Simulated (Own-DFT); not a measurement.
# What a defect does to the pressure of its cell: C40 NbSi2

Source: density functional calculations with Own-DFT, an unreviewed in-house program that is no longer used. Nothing was measured or relaxed, and spin and spin-orbit coupling are left out.

All runs used: PBE; PseudoDojo norm-conserving scalar-relativistic files; cutoff 42 hartree; 4 x 4 x 5 k mesh centred on Gamma; cold (Marzari-Vanderbilt) smearing of 0.2 eV.

Caveats: forces on such cells failed a check on a denser k mesh; stress not checked against mesh or cutoff.

All runs share one cell, with vectors in Å (0.000, 8.324, 0.000); (-9.613, 0.000, 0.000); (0.000, 0.000, 6.586) and a volume of 527.0 Å³. The atoms are randomly displaced, by u rms on each axis. The defect's site can differ from row to row.

| cell | formula | u (Å) | P (GPa) |
|---|---|---|---|
| no defect | Nb12Si24 | 0.0212 | 1.50 |
| no defect | Nb12Si24 | 0.0477 | 2.31 |
| no defect | Nb12Si24 | 0.0523 | 2.67 |
| two Nb vacancies | Nb10Si24 | 0.0298 | -0.10 |
| two Nb vacancies | Nb10Si24 | 0.0477 | 0.41 |
| two Nb vacancies | Nb10Si24 | 0.0489 | 1.00 |
| one Si vacancy | Nb12Si23 | 0.0253 | ? |
| one Si vacancy | Nb12Si23 | 0.0268 | 0.93 |
| one Si vacancy | Nb12Si23 | 0.0502 | 2.03 |
| one Si vacancy | Nb12Si23 | 0.0532 | 2.12 |
| two Nb on a Si site each | Nb14Si22 | 0.0260 | 7.22 |
| two Nb on a Si site each | Nb14Si22 | 0.0294 | 7.55 |
| two Nb on a Si site each | Nb14Si22 | 0.0540 | 8.66 |
| two Si on a Nb site each | Nb10Si26 | 0.0267 | 1.49 |
| two Si on a Nb site each | Nb10Si26 | 0.0321 | 1.83 |
| two Si on a Nb site each | Nb10Si26 | 0.0587 | 2.77 |

## Working it out

P = P0 + c u² + a shift for each defect gives P0 = 1.20 GPa, c = 523 ± 45 GPa/Å² and a scatter of 0.17 GPa. The shifts, and each times the cell's volume:

- two Nb on a Si site each: 5.83 ± 0.14 GPa, 19.2 eV (9.6 eV for each of its 2 sites)
- two Si on a Nb site each: -0.08 ± 0.14 GPa, -0.3 eV (-0.1 eV for each of its 2 sites) (not resolved)
- one Si vacancy: -0.57 ± 0.14 GPa, -1.9 eV
- two Nb vacancies: -1.74 ± 0.14 GPa, -5.7 eV (-2.9 eV for each of its 2 sites)

Positive is outwards. The product with the volume (160.2 GPa Å³ to the eV) is nearly free of the cell's size; divided by the bulk modulus at the cell's pressure it gives the volume that the defect adds. The atoms around the defects weren't relaxed, which would change these numbers.

## Prediction

Asked: what pressure belongs in the blank (one Si vacancy, u = 0.0253 Å)?

From the fit: 0.97 ± 0.21 GPa. The run itself gave 0.94 GPa.
